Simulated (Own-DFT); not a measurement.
Simulation results for AlGa3N4 (wurtzite random alloy, strained, atoms displaced)

All values are calculated (Own-DFT development build). A calculation, not a measurement: plane-wave PBE density functional theory by an unreviewed code, no spin, of a simulated periodic cell, stress positive in tension, free energy of the whole cell less one offset for each atom, forces on such cells passed a denser k mesh, this cell's mesh not checked; offsets are fitted by least squares, one for each functional and potential file, so energies compare only between cells with the same atoms and settings and are not formation energies; the far tail of each file's local potential was reset to the Coulomb form; each entry is a single point on an unrelaxed cell, so the pressure reflects the starting lattice, mostly measured values, from which strain is counted, and rises with the displacements; printed positions are rounded, which can move forces by about a meV/angstrom; the program is a retired in-house code; no spin-orbit coupling.

Common to all runs: functional PBE; potential files PseudoDojo norm-conserving, scalar-relativistic, standard set with the stringent files for Ga; wave cutoff 96 hartree; occupations Gaussian; smearing width 0.01 eV; k mesh 4 x 4 x 3 centred on Gamma.

(1) AlGa3N4 (wurtzite random alloy, strained, atoms displaced)

```cif
# cell vector a (Å): 9.2477 0.0000 0.0000
# cell vector b (Å): -4.6239 8.0088 0.0000
# cell vector c (Å): 0.0000 0.0000 10.2685
data_AlGa3N4
_symmetry_space_group_name_H-M 'P 1'
_symmetry_Int_Tables_number 1
_cell_length_a 9.2477
_cell_length_b 9.2478
_cell_length_c 10.2685
_cell_angle_alpha 90.000
_cell_angle_beta 90.000
_cell_angle_gamma 120.000
_cell_volume 760.52
loop_
_atom_site_label
_atom_site_type_symbol
_atom_site_fract_x
_atom_site_fract_y
_atom_site_fract_z
_atom_site_occupancy
Ga1 Ga 0.11578 0.22955 0.99738 1
Ga2 Ga 0.21394 0.10943 0.24583 1
N1 N 0.11445 0.22610 0.20717 1
N2 N 0.23441 0.13058 0.44115 1
Al1 Al 0.10727 0.22379 0.50908 1
Ga3 Ga 0.22868 0.10891 0.75134 1
N3 N 0.11193 0.22244 0.69131 1
N4 N 0.22684 0.11213 0.94546 1
Ga4 Ga 0.11498 0.55639 0.00762 1
Al2 Al 0.22999 0.44799 0.25419 1
N5 N 0.11802 0.55766 0.19196 1
N6 N 0.22898 0.44981 0.43923 1
Ga5 Ga 0.10775 0.55073 0.50479 1
Ga6 Ga 0.22381 0.43351 0.74818 1
N7 N 0.12400 0.55631 0.69363 1
N8 N 0.21271 0.44073 0.94357 1
Ga7 Ga 0.10955 0.89815 0.99443 1
Ga8 Ga 0.22468 0.77988 0.25640 1
N9 N 0.11394 0.88152 0.17649 1
N10 N 0.20356 0.76541 0.44365 1
Ga9 Ga 0.11069 0.88861 0.49877 1
Al3 Al 0.22502 0.77708 0.74858 1
N11 N 0.11020 0.89468 0.68646 1
N12 N 0.22407 0.77678 0.94227 1
Al4 Al 0.44180 0.22646 0.99489 1
Ga10 Ga 0.55655 0.11401 0.24215 1
N13 N 0.44803 0.22415 0.18765 1
N14 N 0.56106 0.11007 0.43473 1
Ga11 Ga 0.43941 0.21930 0.50140 1
Ga12 Ga 0.54932 0.10724 0.75032 1
N15 N 0.43838 0.20903 0.69197 1
N16 N 0.56258 0.11175 0.94485 1
Ga13 Ga 0.44443 0.55173 0.00051 1
Al5 Al 0.55944 0.44988 0.24817 1
N17 N 0.44679 0.54503 0.19824 1
N18 N 0.55832 0.45075 0.44074 1
Ga14 Ga 0.44689 0.55811 0.50263 1
Ga15 Ga 0.56173 0.44241 0.75107 1
N19 N 0.45603 0.56005 0.68430 1
N20 N 0.55739 0.44741 0.93648 1
Ga16 Ga 0.44862 0.88842 0.00579 1
Ga17 Ga 0.55102 0.78253 0.24339 1
N21 N 0.44396 0.89454 0.18409 1
N22 N 0.54938 0.78075 0.44556 1
Al6 Al 0.45474 0.90088 0.49338 1
Ga18 Ga 0.55357 0.78005 0.75007 1
N23 N 0.43504 0.88217 0.69286 1
N24 N 0.55514 0.77633 0.93866 1
Ga19 Ga 0.75503 0.21002 0.99493 1
Ga20 Ga 0.88983 0.11405 0.25758 1
N25 N 0.77109 0.21667 0.19607 1
N26 N 0.90015 0.12085 0.43969 1
Ga21 Ga 0.76910 0.21948 0.49893 1
Ga22 Ga 0.88756 0.11530 0.75507 1
N27 N 0.77913 0.21957 0.68695 1
N28 N 0.88688 0.10607 0.93461 1
Ga23 Ga 0.77872 0.54862 0.00235 1
Al7 Al 0.88802 0.44351 0.24628 1
N29 N 0.78184 0.56468 0.18973 1
N30 N 0.88938 0.45349 0.43448 1
Al8 Al 0.77425 0.55692 0.49765 1
Ga24 Ga 0.89095 0.44567 0.74935 1
N31 N 0.78043 0.54545 0.69029 1
N32 N 0.88146 0.44033 0.94491 1
Ga25 Ga 0.77622 0.89071 0.00153 1
Ga26 Ga 0.89104 0.77728 0.25586 1
N33 N 0.76866 0.88913 0.19068 1
N34 N 0.89430 0.78715 0.44045 1
Ga27 Ga 0.77657 0.87989 0.49305 1
Al9 Al 0.89156 0.78003 0.74825 1
N35 N 0.77784 0.88776 0.69621 1
N36 N 0.88868 0.78481 0.93967 1
```

It finds free energy of cell above offsets -4.705 eV; pressure 20.53 GPa; stress xx -27.65 GPa; stress yy -23.11 GPa; stress zz -10.84 GPa; stress yz -0.53 GPa; stress xz -1.14 GPa; stress xy -0.39 GPa.

Force:
```
element  x (eV/Å)  y (eV/Å)  z (eV/Å)
     Ga    -0.909    -2.291      1.96
     Ga     2.554    -0.742     1.024
      N    -1.423     1.152    -2.994
      N    -2.699     -2.75    -0.739
     Al     1.281     0.938    -1.094
     Ga    -2.387    -0.182     0.979
      N     0.439    -1.605    -0.944
      N    -0.192     2.015    -1.664
     Ga    -1.614     0.389    -0.275
     Al    -0.761    -0.258     0.812
      N    -0.245    -1.319     0.712
      N    -0.869    -1.408    -0.074
     Ga     0.384    -0.761     0.206
     Ga     0.466     2.552     1.104
      N    -1.522     0.275    -0.186
      N     1.888     1.347    -1.539
     Ga     1.159    -2.673     0.557
     Ga    -0.406    -0.401    -0.242
      N    -1.268     1.022     2.226
      N     2.864      2.69    -0.849
     Ga     0.212     2.129     0.787
     Al    -1.405    -0.476     1.265
      N     0.767    -2.241     0.697
      N    -0.481     0.549    -1.884
     Al     1.619    -0.136     1.664
     Ga     -1.07     -0.25     1.623
      N    -1.197      1.31    -1.288
      N    -2.384    -0.324    -0.448
     Ga     2.263     1.418     0.227
     Ga     2.023    -0.617     0.795
      N     0.523     2.633    -1.074
      N    -7.637    -2.764    -3.083
     Ga    -0.747      0.49     0.772
     Al     1.614    -1.557      1.36
      N    -1.875     1.684    -1.693
      N     1.146    -0.473    -1.181
     Ga    -0.417    -0.033    -0.282
     Ga    -0.784    -0.011    -0.385
      N    -0.486    -1.196     1.452
      N     0.099    -1.444     0.195
     Ga    -1.159    -0.605    -1.547
     Ga     0.235    -1.449      1.77
      N    -0.195    -0.861     1.359
      N     0.485     0.422    -1.671
     Al    -1.866    -2.202      1.88
     Ga     0.565    -0.316     0.356
      N     0.468     1.241    -2.163
      N    -0.262    -0.474     0.164
     Ga     7.713     4.117     3.274
     Ga    -0.172    -0.259    -0.582
      N     1.607     2.306    -1.706
      N    -0.846    -1.174     1.141
     Ga     2.227     1.633     0.331
     Ga     0.848    -1.165    -0.886
      N     -1.34      0.39     -0.07
      N    -0.285     1.529      1.59
     Ga    -1.247     2.466     0.405
     Al     0.341     0.328     0.562
      N     0.226    -2.387     0.193
      N    -0.691    -0.906    -0.288
     Al     0.977     0.035     0.638
     Ga     1.972    -0.702     1.234
      N    -1.267      2.93    -1.866
      N      2.08    -0.589    -1.136
     Ga     0.234    -0.405     0.477
     Ga    -0.173     1.344    -1.267
      N     1.941     0.492     -0.06
      N     0.588    -2.655    -0.512
     Ga    -2.173     2.563     2.177
     Al    -0.429    -0.539     0.876
      N     0.674    -0.129    -1.541
      N     0.404    -1.658    -1.627
```

(2) AlGa3N4 (wurtzite random alloy, strained, atoms displaced)

```cif
# cell vector a (Å): 9.2477 0.0000 0.0000
# cell vector b (Å): -4.6239 8.0088 0.0000
# cell vector c (Å): 0.0000 0.0000 10.2685
data_AlGa3N4
_symmetry_space_group_name_H-M 'P 1'
_symmetry_Int_Tables_number 1
_cell_length_a 9.2477
_cell_length_b 9.2478
_cell_length_c 10.2685
_cell_angle_alpha 90.000
_cell_angle_beta 90.000
_cell_angle_gamma 120.000
_cell_volume 760.52
loop_
_atom_site_label
_atom_site_type_symbol
_atom_site_fract_x
_atom_site_fract_y
_atom_site_fract_z
_atom_site_occupancy
Ga1 Ga 0.11858 0.23790 0.99914 1
Ga2 Ga 0.22146 0.12405 0.25114 1
N1 N 0.10471 0.22186 0.19869 1
N2 N 0.21087 0.11256 0.44711 1
Ga3 Ga 0.11472 0.22573 0.50112 1
Ga4 Ga 0.23046 0.11843 0.75093 1
N3 N 0.11093 0.21510 0.69143 1
N4 N 0.21066 0.10586 0.92895 1
Al1 Al 0.10278 0.56271 0.00642 1
Ga5 Ga 0.21598 0.43548 0.24385 1
N5 N 0.10955 0.55638 0.17751 1
N6 N 0.22860 0.43316 0.43320 1
Ga6 Ga 0.11196 0.55136 0.49573 1
Ga7 Ga 0.21839 0.44173 0.74842 1
N7 N 0.10410 0.54886 0.69355 1
N8 N 0.22475 0.43960 0.94495 1
Ga8 Ga 0.11028 0.88591 0.01975 1
Al2 Al 0.21440 0.76456 0.25631 1
N9 N 0.11341 0.88850 0.19379 1
N10 N 0.22624 0.77817 0.43017 1
Al3 Al 0.10812 0.89212 0.49522 1
Ga9 Ga 0.23029 0.78261 0.75226 1
N11 N 0.11232 0.89293 0.69048 1
N12 N 0.22344 0.76989 0.94084 1
Ga10 Ga 0.44038 0.22223 0.99962 1
Ga11 Ga 0.54784 0.11190 0.24765 1
N13 N 0.45145 0.22323 0.18098 1
N14 N 0.55142 0.11911 0.44102 1
Ga12 Ga 0.43543 0.22310 0.49771 1
Ga13 Ga 0.56200 0.11411 0.75485 1
N15 N 0.45136 0.22731 0.68571 1
N16 N 0.55887 0.10983 0.93552 1
Ga14 Ga 0.44019 0.55435 0.00631 1
Ga15 Ga 0.56678 0.45085 0.24511 1
N17 N 0.44052 0.54760 0.18930 1
N18 N 0.55320 0.44601 0.43560 1
Ga16 Ga 0.44655 0.55659 0.50265 1
Ga17 Ga 0.55214 0.44199 0.75689 1
N19 N 0.44054 0.54587 0.68704 1
N20 N 0.54951 0.44144 0.93834 1
Ga18 Ga 0.44410 0.89349 0.00555 1
Al4 Al 0.54946 0.77399 0.24741 1
N21 N 0.43969 0.89223 0.18811 1
N22 N 0.55290 0.78611 0.44080 1
Ga19 Ga 0.43592 0.88325 0.49463 1
Al5 Al 0.56259 0.78120 0.74518 1
N23 N 0.43845 0.89003 0.68556 1
N24 N 0.55470 0.77572 0.93399 1
Ga20 Ga 0.77772 0.22373 0.00531 1
Al6 Al 0.89506 0.10866 0.25056 1
N25 N 0.77919 0.21895 0.19339 1
N26 N 0.89610 0.11531 0.43227 1
Ga21 Ga 0.78247 0.22887 0.50067 1
Ga22 Ga 0.89037 0.11557 0.75165 1
N27 N 0.77751 0.22221 0.68624 1
N28 N 0.89919 0.11220 0.94559 1
Ga23 Ga 0.76473 0.54667 0.00792 1
Ga24 Ga 0.88220 0.44534 0.25139 1
N29 N 0.78614 0.56886 0.19735 1
N30 N 0.88620 0.45243 0.44049 1
Ga25 Ga 0.78507 0.56897 0.49837 1
Al7 Al 0.89199 0.45725 0.74846 1
N31 N 0.77870 0.56055 0.68424 1
N32 N 0.89362 0.44511 0.94293 1
Al8 Al 0.77323 0.88634 0.99772 1
Ga26 Ga 0.89396 0.77731 0.24789 1
N33 N 0.79190 0.90352 0.18345 1
N34 N 0.88303 0.77876 0.44378 1
Al9 Al 0.77521 0.88900 0.50790 1
Ga27 Ga 0.89307 0.77933 0.74827 1
N35 N 0.76928 0.88239 0.69204 1
N36 N 0.89174 0.78436 0.92992 1
```

It finds free energy of cell above offsets -5.084 eV; pressure 19.92 GPa; stress xx -22.56 GPa; stress yy -23.74 GPa; stress zz -13.47 GPa; stress yz 0.74 GPa; stress xz -0.05 GPa; stress xy -1.05 GPa.

Force:
```
element  x (eV/Å)  y (eV/Å)  z (eV/Å)
     Ga     0.353    -4.478     1.431
     Ga     2.002    -1.349     0.966
      N     0.391     -0.67    -2.689
      N      2.55    -2.018    -2.314
     Ga     -2.11    -0.495     1.821
     Ga     0.441    -1.195    -0.602
      N    -0.977     1.131    -1.029
      N     1.366     0.167     3.173
     Al     2.074     -1.07    -2.127
     Ga    -0.383     2.301     1.338
      N    -0.144     0.103     2.719
      N    -1.781     2.699      -0.3
     Ga     0.451    -0.064     0.933
     Ga      0.38      -0.2     1.186
      N     0.236      1.08    -1.407
      N    -2.158     4.242    -1.734
     Ga    -0.363     0.311    -4.632
     Al      0.47     1.469    -1.964
      N     1.383     0.539     2.155
      N    -2.877    -0.713     0.715
     Al     0.562    -0.605     1.437
     Ga    -1.825    -0.881     0.598
      N     0.983    -0.233    -2.296
      N    -0.962     0.955     0.143
     Ga    -0.359    -1.462    -1.215
     Ga     2.096    -0.371     1.973
      N    -2.308      1.05     0.612
      N     0.909    -0.953    -1.015
     Ga     0.869     0.591     0.926
     Ga    -0.834    -0.429    -1.436
      N     0.024    -0.479      0.26
      N    -0.703     0.619      0.99
     Ga     0.284     1.002    -1.042
     Ga    -1.545    -1.236      1.86
      N     0.106     1.909      0.33
      N      0.93     0.353    -0.656
     Ga     0.021      0.38    -0.332
     Ga     0.883     0.596    -1.299
      N      -0.5     2.191     0.505
      N     0.202     0.328     0.751
     Ga     0.604    -1.008    -0.939
     Al     0.744      1.18     0.447
      N     0.448    -2.188     1.125
      N       2.5    -0.992    -1.659
     Ga     0.257      2.75     1.648
     Al    -2.752    -1.655     1.054
      N     2.738    -0.063    -0.214
      N     0.239     0.556    -0.072
     Ga     1.138    -0.592    -0.076
     Al    -2.308     0.351       0.8
      N    -0.013     0.166     0.011
      N    -1.154     -1.37     0.847
     Ga    -0.519    -1.102    -0.429
     Ga      0.19    -0.701     0.977
      N      0.42     1.845     0.565
      N    -2.116    -0.815    -0.869
     Ga     1.436      1.91    -1.417
     Ga     1.685    -0.977     0.426
      N    -0.001    -2.373    -2.358
      N      1.36    -0.372    -0.992
     Ga    -1.386    -2.638     1.198
     Al    -0.573    -1.789     0.806
      N     0.299    -1.072     0.806
      N    -1.393     0.407    -1.402
     Al     0.946      0.66    -0.175
     Ga    -1.818     3.169     1.919
      N    -1.517    -2.899    -0.163
      N     0.456     2.867    -1.253
     Al     -0.44      1.02    -0.969
     Ga    -0.178     0.304     0.368
      N     0.975     1.484     -1.61
      N    -0.405    -1.178     2.865
```

(3) AlGa3N4 (wurtzite random alloy, strained, atoms displaced)

```cif
# cell vector a (Å): 9.2477 0.0000 0.0000
# cell vector b (Å): -4.6239 8.0088 0.0000
# cell vector c (Å): 0.0000 0.0000 10.2685
data_AlGa3N4
_symmetry_space_group_name_H-M 'P 1'
_symmetry_Int_Tables_number 1
_cell_length_a 9.2477
_cell_length_b 9.2478
_cell_length_c 10.2685
_cell_angle_alpha 90.000
_cell_angle_beta 90.000
_cell_angle_gamma 120.000
_cell_volume 760.52
loop_
_atom_site_label
_atom_site_type_symbol
_atom_site_fract_x
_atom_site_fract_y
_atom_site_fract_z
_atom_site_occupancy
Al1 Al 0.10532 0.22784 0.00054 1
Al2 Al 0.22309 0.10420 0.24503 1
N1 N 0.10686 0.22087 0.18787 1
N2 N 0.21575 0.10035 0.43847 1
Ga1 Ga 0.10981 0.23874 0.50447 1
Ga2 Ga 0.22483 0.10597 0.75987 1
N3 N 0.10797 0.22206 0.69100 1
N4 N 0.21346 0.10968 0.94526 1
Ga3 Ga 0.10930 0.55388 0.99692 1
Al3 Al 0.22070 0.45189 0.25208 1
N5 N 0.10881 0.55655 0.18633 1
N6 N 0.21832 0.44329 0.43834 1
Al4 Al 0.11186 0.54970 0.50072 1
Ga4 Ga 0.22509 0.45074 0.75337 1
N7 N 0.10427 0.55329 0.68984 1
N8 N 0.22408 0.44597 0.93316 1
Ga5 Ga 0.09098 0.88131 0.99783 1
Al5 Al 0.21370 0.77801 0.24873 1
N9 N 0.11663 0.89475 0.18831 1
N10 N 0.22766 0.78048 0.44536 1
Ga6 Ga 0.10278 0.89091 0.50029 1
Ga7 Ga 0.21594 0.77628 0.74719 1
N11 N 0.10213 0.89519 0.68734 1
N12 N 0.21441 0.76786 0.94063 1
Ga8 Ga 0.45828 0.22646 0.01281 1
Al6 Al 0.55779 0.12003 0.25162 1
N13 N 0.44109 0.21639 0.19530 1
N14 N 0.55554 0.10869 0.43633 1
Ga9 Ga 0.44507 0.21177 0.50564 1
Ga10 Ga 0.55164 0.11181 0.75882 1
N15 N 0.44855 0.22113 0.68620 1
N16 N 0.55618 0.10904 0.93559 1
Ga11 Ga 0.45028 0.54951 0.00647 1
Al7 Al 0.55912 0.44577 0.24323 1
N17 N 0.44022 0.54350 0.18961 1
N18 N 0.56287 0.45125 0.43796 1
Ga12 Ga 0.43961 0.55524 0.49570 1
Ga13 Ga 0.55075 0.43914 0.74655 1
N19 N 0.44210 0.55332 0.67922 1
N20 N 0.54569 0.44410 0.93720 1
Ga14 Ga 0.44234 0.89067 0.99510 1
Ga15 Ga 0.55565 0.78132 0.25445 1
N21 N 0.45387 0.90589 0.19563 1
N22 N 0.55603 0.77329 0.43380 1
Ga16 Ga 0.43173 0.89045 0.50174 1
Ga17 Ga 0.55402 0.77259 0.75061 1
N23 N 0.44268 0.89304 0.68693 1
N24 N 0.54955 0.77003 0.93810 1
Ga18 Ga 0.77087 0.21687 0.99889 1
Ga19 Ga 0.88125 0.10548 0.23647 1
N25 N 0.77579 0.22368 0.18582 1
N26 N 0.88440 0.10899 0.42825 1
Ga20 Ga 0.77485 0.22207 0.49852 1
Ga21 Ga 0.87625 0.10938 0.75185 1
N27 N 0.78813 0.22822 0.68632 1
N28 N 0.88464 0.10763 0.94626 1
Al8 Al 0.78052 0.55123 0.99484 1
Ga22 Ga 0.89946 0.45956 0.24265 1
N29 N 0.77392 0.54212 0.19615 1
N30 N 0.88960 0.45199 0.44326 1
Ga23 Ga 0.77028 0.55630 0.50374 1
Ga24 Ga 0.88233 0.44746 0.74933 1
N31 N 0.77571 0.56364 0.68872 1
N32 N 0.88057 0.43346 0.93984 1
Al9 Al 0.78632 0.88630 0.99580 1
Ga25 Ga 0.88543 0.76361 0.25142 1
N33 N 0.78761 0.88561 0.19098 1
N34 N 0.88621 0.77405 0.44013 1
Ga26 Ga 0.77725 0.89062 0.51002 1
Ga27 Ga 0.88947 0.77586 0.75069 1
N35 N 0.78418 0.89603 0.69916 1
N36 N 0.88247 0.78164 0.93840 1
```

It finds free energy of cell above offsets -5.039 eV; pressure 19.95 GPa; stress xx -23.09 GPa; stress yy -24.63 GPa; stress zz -12.13 GPa; stress yz -0.11 GPa; stress xz -0.39 GPa; stress xy 0.31 GPa.

Force:
```
element  x (eV/Å)  y (eV/Å)  z (eV/Å)
     Al     0.988    -0.229     0.388
     Al    -2.048     1.716     1.722
      N      1.48      1.43    -0.517
      N    -0.003     2.988    -1.454
     Ga     0.764    -4.347     0.046
     Ga    -1.328     1.553    -0.521
      N     0.414     0.122     0.321
      N     0.839     0.714      0.27
     Ga     0.467    -1.237     0.394
     Al     0.666    -1.955     -0.35
      N     2.375     1.798    -0.127
      N    -0.531      2.07    -2.002
     Al    -1.671     1.378     0.579
     Ga    -0.225    -1.028    -0.863
      N     0.453     0.362      -1.3
      N    -0.016     -0.73     1.808
     Ga     3.382     1.569     1.286
     Al      2.09       0.9     0.834
      N    -0.372    -2.089    -0.421
      N    -3.194    -3.069    -2.495
     Ga     0.936    -1.032     0.451
     Ga    -0.052     0.355     0.289
      N     1.936    -0.808     0.182
      N    -0.912     2.196    -0.981
     Ga    -2.167    -0.904    -1.189
     Al     1.231    -0.314     0.975
      N     0.118      1.57    -0.125
      N     0.067     0.245    -0.919
     Ga    -1.716     1.306    -1.761
     Ga     1.422     0.041    -2.234
      N    -0.759    -0.339     0.992
      N    -1.123     0.239     0.817
     Ga    -3.225     1.386     0.183
     Al    -0.881    -1.232     2.614
      N    -0.676     0.934     0.784
      N    -1.827    -2.295    -1.649
     Ga     1.194    -0.167     -0.11
     Ga    -0.594     0.817     0.399
      N     0.138     0.202     0.945
      N     4.307    -0.945    -0.557
     Ga     0.294    -1.344     1.786
     Ga      0.59     0.002    -1.278
      N    -1.228    -2.122    -1.197
      N    -0.822     1.149     1.687
     Ga     3.837     0.686     0.244
     Ga    -0.543     0.344    -0.021
      N     0.436    -0.491     0.769
      N     1.197     1.193     0.459
     Ga     1.023    -0.305     1.351
     Ga     0.572     0.768     1.863
      N     -1.11     0.574     0.162
      N     0.221     0.259     1.115
     Ga     0.821     0.306     -0.34
     Ga     2.455     1.363     1.424
      N    -2.816     -0.15    -0.056
      N     0.635    -0.295    -0.785
     Al    -1.467     0.259     0.695
     Ga     0.611    -4.015     3.045
      N    -2.277      1.55    -3.848
      N     1.264    -0.151    -0.828
     Ga     1.534     0.251    -0.089
     Ga     0.668    -0.336     0.078
      N     0.002    -1.443     0.415
      N    -0.602     1.959    -0.592
     Al    -4.033      0.89     2.001
     Ga    -0.179      1.85     0.984
      N    -1.274    -1.591    -2.407
      N    -0.723     0.325    -0.336
     Ga     -0.05     0.328    -1.353
     Ga     -0.84     0.928     0.508
      N    -0.874    -1.953    -1.368
      N     0.732     -3.96    -0.789
```
